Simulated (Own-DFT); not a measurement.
Hf$_{32}$O$_{63}$ (monoclinic hafnia with one vacancy, atoms displaced) (calculated)

Computed with Own-DFT development build. A calculation, not a measurement: plane-wave density functional theory by an unreviewed code, no spin, of a simulated periodic cell, stress positive in tension, run twice, with PBE and with PBEsol, both on files made for PBE, so the change isn't that of files made for PBEsol, defect cell not probed for a lower state with spin; hafnium file: forces about 75 meV/angstrom off all-electron values; oxygen file: force components 24 meV/angstrom off all-electron in one glass; forces on such cells passed a denser k mesh, this cell's mesh not checked; the far tail of each file's local potential was reset to the Coulomb form; each entry is a single point on an unrelaxed cell, so the pressure reflects the starting lattice, mostly measured values (interpolated for alloys), from which strain is counted, and rises with the displacements; printed positions are rounded, which can move forces by about a meV/angstrom; the program, named Own-DFT, is a retired in-house code; no spin-orbit coupling; stress was not checked against mesh or cutoff.

```xyz
95
Lattice="10.2340 0.0000 0.0000 0.0000 10.3500 0.0000 -1.6955 0.0000 10.4453" Properties=species:S:1:pos:R:3:PBE_force_x:R:1:PBE_force_y:R:1:PBE_force_z:R:1:PBEsol_force_x:R:1:PBEsol_force_y:R:1:PBEsol_force_z:R:1 formula=Hf32O63 functional=PBE,then_PBEsol potential_files=PseudoDojo_norm-conserving,scalar-relativistic,standard_set wave_cutoff=72 occupations=Fermi-Dirac smearing_width=0.1 k_mesh=2_x_2_x_2_centred_on_Gamma PBE_pressure=3.85 PBE_stress_xx=-3.21 PBE_stress_yy=-4.2 PBE_stress_zz=-4.15 PBE_stress_yz=-0.12 PBE_stress_xz=0.12 PBE_stress_xy=0.71 PBEsol_pressure=-2.53 PBEsol_stress_xx=3.16 PBEsol_stress_yy=2.16 PBEsol_stress_zz=2.28 PBEsol_stress_yz=-0.09 PBEsol_stress_xz=0.44 PBEsol_stress_xy=0.64 rms_change_of_force_components_from_PBE_to_PBEsol=0.047
Hf     1.1877     0.2230     1.1480      1.979     -1.111      -0.96      1.943     -1.019     -0.963
Hf     3.4612     2.8473     1.5323      1.195     -0.907     -0.534      1.048     -0.991     -0.399
Hf     2.9916     4.9955     4.1267      1.245     -0.688      0.335      1.201     -0.708      0.343
Hf     0.8562     2.3635     3.6805     -0.351     -0.264      1.562     -0.318     -0.317      1.497
O      0.0996     1.6708     1.8170     -1.528      1.333      0.409     -1.465      1.307      0.451
O      4.2088     3.4837     3.4014      0.312      0.142      0.042      0.286      0.103     -0.013
O     -0.3446     0.8521     4.4547     -0.076      0.264     -0.645     -0.061       0.24     -0.576
O      1.9391     3.8566     2.5599      -1.12      1.019     -0.767     -1.018      0.966     -0.739
O      2.8083     1.3108     0.1418     -0.144      0.236      0.494     -0.205      0.242      0.486
O      2.3908     1.2730     2.7374     -0.075     -0.348      0.134     -0.147     -0.321      0.132
O      1.4628     3.8299     5.1802      -0.28      0.029     -0.876     -0.206      0.042     -0.856
Hf     0.4462     0.2138     6.3218     -0.573     -0.412     -0.352     -0.538     -0.358     -0.375
Hf     2.6291     2.8026     6.8060     -0.599      0.265     -0.845     -0.579      0.314     -0.792
Hf     2.1783     4.9752     9.3825      0.781      -0.44     -0.091      0.685     -0.412     -0.223
Hf    -0.0206     2.3809     8.9170      0.589     -0.344      0.042      0.589     -0.384      0.023
O     -0.7433     1.7093     6.9849     -0.655      0.567      0.436     -0.632      0.567       0.47
O      3.7472     4.3268     6.0345      0.767      0.573      0.007      0.744      0.573     -0.036
O      3.3375     3.4062     8.6100      0.497      0.844      1.371      0.461      0.808      1.266
O     -1.1225     0.8914     9.6712     -1.802     -0.997       0.02     -1.749     -0.981      0.074
O      1.0545     3.9221     7.7395     -0.476      0.329      0.101     -0.398      0.318      0.106
O      1.9850     1.3169     5.3477      0.064      0.218     -0.051     -0.003      0.191     -0.054
O      1.5477     1.2504     7.9985     -0.194      0.231     -0.687     -0.248      0.231     -0.667
O      0.6632     3.7817    10.3306      0.052      0.947      0.594      0.123      0.915      0.569
Hf     1.2044     5.4033     1.0641      0.734      0.021      0.424      0.697      0.084      0.383
Hf     3.4489     8.0057     1.5059      0.735     -0.285      0.587      0.695      -0.21       0.59
Hf     3.0302    10.1777     4.1462      0.629     -1.136     -0.332      0.589     -1.168     -0.298
Hf     0.8287     7.5125     3.6928     -0.076      0.834      0.423     -0.073       0.78      0.386
O      0.0551     6.8946     1.8405      0.385     -0.738      -0.65      0.391     -0.703     -0.589
O      4.6079     9.4567     0.8046      1.046      0.507      0.065      0.993      0.499      0.015
O      4.1519     8.5939     3.4261      0.544      0.378      0.299      0.516      0.359      0.235
O     -0.3816     6.0437     4.4465       0.13     -0.109     -0.254       0.14     -0.123     -0.199
O      1.9209     9.0676     2.5352     -0.698      0.644     -0.456     -0.614      0.621     -0.448
O      2.8378     6.5291     0.1062     -0.603     -0.696     -0.111     -0.654     -0.678     -0.122
O      2.4028     6.4061     2.7079     -0.533     -0.139     -0.179     -0.591     -0.127     -0.154
O      1.4189     9.0169     5.1073      0.396      -0.13     -0.128      0.446     -0.114     -0.125
Hf     0.4128     5.4074     6.3342      -0.12     -0.579     -0.364     -0.116     -0.522     -0.384
Hf     2.6369     7.9437     6.7631     -0.862      1.168     -0.483     -0.849      1.204     -0.439
Hf     2.1888    10.1176     9.3537     -0.779      0.752      0.855     -0.755      0.691      0.847
Hf    -0.0781     7.5369     8.9197      0.763      0.908     -0.056      0.753      0.836     -0.076
O     -0.7807     6.9070     6.9738      0.037     -0.049      0.607      0.041     -0.039      0.642
O      3.7421     9.5043     6.0075      0.746      0.212      0.411      0.721      0.224      0.355
O      3.3022     8.6916     8.6108      1.922     -1.618     -0.145      1.852     -1.591     -0.192
O     -1.1996     6.0337     9.6352     -0.132     -0.133     -0.021     -0.114      -0.14      0.033
O      1.0719     9.1084     7.6844     -0.582     -0.404      0.435     -0.498     -0.388      0.416
O      1.9825     6.5116     5.3055     -0.197      -0.15      0.444     -0.254     -0.164      0.428
O      1.5071     6.4376     7.9720      0.153      0.122     -0.439      0.089      0.113     -0.424
O      0.6294     8.9805    10.3602     -0.754      0.037     -0.488     -0.659      0.028     -0.473
Hf     6.4066     0.2229     1.1107     -1.903     -0.248     -0.069      -1.84     -0.192     -0.083
Hf     8.5851     2.8310     1.5938     -0.504     -0.279     -1.011     -0.504     -0.211     -0.953
Hf     8.1307     4.9436     4.1291     -0.054      0.743      0.432     -0.054      0.688      0.445
Hf     5.9441     2.3773     3.7297     -0.074      0.415     -1.074     -0.061      0.341     -1.061
O      5.1780     1.6897     1.8152     -0.187      0.502     -0.238     -0.175      0.505     -0.181
O      9.7622     4.3037     0.7895     -0.044     -0.313      0.283     -0.045     -0.283      0.235
O      9.3001     3.4660     3.4343      0.592     -0.439      -0.25       0.55     -0.437     -0.308
O      4.8730     0.9118     4.3781     -2.094     -1.762      0.912     -2.025     -1.712      0.936
O      6.9763     3.8897     2.4711      0.326      0.214      0.227       0.39      0.212      0.216
O      7.8513     1.3254     0.1059      1.249      0.132      0.261      1.142      0.112      0.242
O      7.4915     1.2302     2.7432      0.563      0.433     -0.337      0.477      0.425     -0.331
O      6.5351     3.8585     5.1150      0.493      0.073      0.265      0.547      0.072      0.251
Hf     5.5020     0.2212     6.3544     -0.218     -0.025     -1.072     -0.204      0.019     -1.076
Hf     7.7573     2.8091     6.7137      0.232     -0.252      0.164      0.235     -0.191      0.188
Hf     7.2859     4.9520     9.3043     -0.265     -0.197      1.208     -0.263     -0.242      1.192
Hf     5.1380     2.3436     8.9280     -1.646      0.505      0.349     -1.604       0.44      0.327
O      4.3289     1.7557     7.0166      1.156     -0.845     -0.088      1.132     -0.818     -0.027
O      8.8819     4.3364     6.0451     -0.079     -0.133      0.072     -0.089      -0.13      0.021
O      8.4778     3.4620     8.6371       0.04     -0.182     -0.188      0.025     -0.184     -0.235
O      3.8752     0.8639     9.6047      0.919      0.246      0.215      0.907      0.228       0.25
O      6.1677     3.9435     7.7425      -0.06     -0.328     -0.367      0.009     -0.315     -0.351
O      7.0880     1.3213     5.2934      0.326      0.388       1.19      0.253      0.374      1.155
O      6.6847     1.2413     7.9618     -0.092      0.197     -0.198     -0.167      0.194     -0.181
O      5.7282     3.8154    10.3583      0.396        0.2     -0.317       0.46      0.194     -0.315
Hf     6.3219     5.4006     1.1162      0.147     -0.125     -0.683      0.313      0.045     -0.651
Hf     8.5755     7.9805     1.5372     -0.786     -0.642      0.294     -0.755     -0.565      0.306
Hf     8.1280    10.0936     4.1628      0.858      0.397     -0.218      0.822      0.347      -0.19
Hf     5.9611     7.5348     3.7367         -1       0.85     -0.988     -0.964      0.761     -0.969
O      5.2591     6.8949     1.8191     -1.091      0.417     -0.363     -1.028      0.395      -0.31
O      9.6981     9.4186     0.8102      1.139      1.359      -0.43       1.09       1.34     -0.458
O      9.3576     8.6157     3.3737      -0.29      0.367      0.667     -0.296      0.331      0.598
O      4.7887     6.1034     4.3829     -1.324     -1.442      0.891      -1.27     -1.408      0.912
O      7.0323     9.1216     2.5235     -0.041     -0.333     -0.264      0.032     -0.319     -0.256
O      7.9462     6.5388     0.1307     -0.144     -0.619     -0.344     -0.212     -0.604     -0.332
O      7.4490     6.3909     2.7728      0.975     -0.034     -0.254      0.878     -0.038     -0.235
O      6.5641     9.0113     5.0994     -0.153      0.356      0.478     -0.075      0.345      0.458
Hf     5.4956     5.4092     6.3271     -0.418      -0.45     -0.809     -0.399     -0.396     -0.815
Hf     7.7371     7.9664     6.7244     -0.155      0.275     -0.127     -0.145      0.332     -0.105
Hf     7.3063    10.1653     9.3990      0.598      -0.73     -0.571      0.566     -0.771     -0.538
Hf     5.1209     7.5736     8.9021      -0.71     -0.102      0.952     -0.669     -0.146      0.907
O      4.3375     6.9071     7.0551      0.208     -0.143     -0.137      0.211     -0.123     -0.085
O      8.8560     9.4411     6.0341      0.815      0.682     -0.117      0.766       0.66     -0.166
O      8.4504     8.6355     8.6093      0.192      0.142      0.593      0.178      0.116       0.53
O      3.9289     6.0623     9.6513     -0.345     -0.427     -0.014     -0.339     -0.439      0.041
O      6.1770     9.0875     7.7067     -0.451      0.202      0.212     -0.386       0.19      0.207
O      7.0269     6.5494     5.2960       0.63     -0.651      1.034      0.544     -0.631      1.001
O      6.6602     6.4189     7.9578     -0.084      0.203     -0.299     -0.152      0.196     -0.285
O      5.7351     9.0031    10.3224     -0.131        0.5     -0.052     -0.061      0.496     -0.052
```

Units: wave_cutoff in hartree; smearing_width in eV; PBE_pressure, PBE_stress_xx, PBE_stress_yy, PBE_stress_zz, PBE_stress_yz, PBE_stress_xz, PBE_stress_xy, PBEsol_pressure, PBEsol_stress_xx, PBEsol_stress_yy, PBEsol_stress_zz, PBEsol_stress_yz, PBEsol_stress_xz, PBEsol_stress_xy in GPa; rms_change_of_force_components_from_PBE_to_PBEsol, PBE_force_x, PBE_force_y, PBE_force_z, PBEsol_force_x, PBEsol_force_y, PBEsol_force_z in eV/Å.
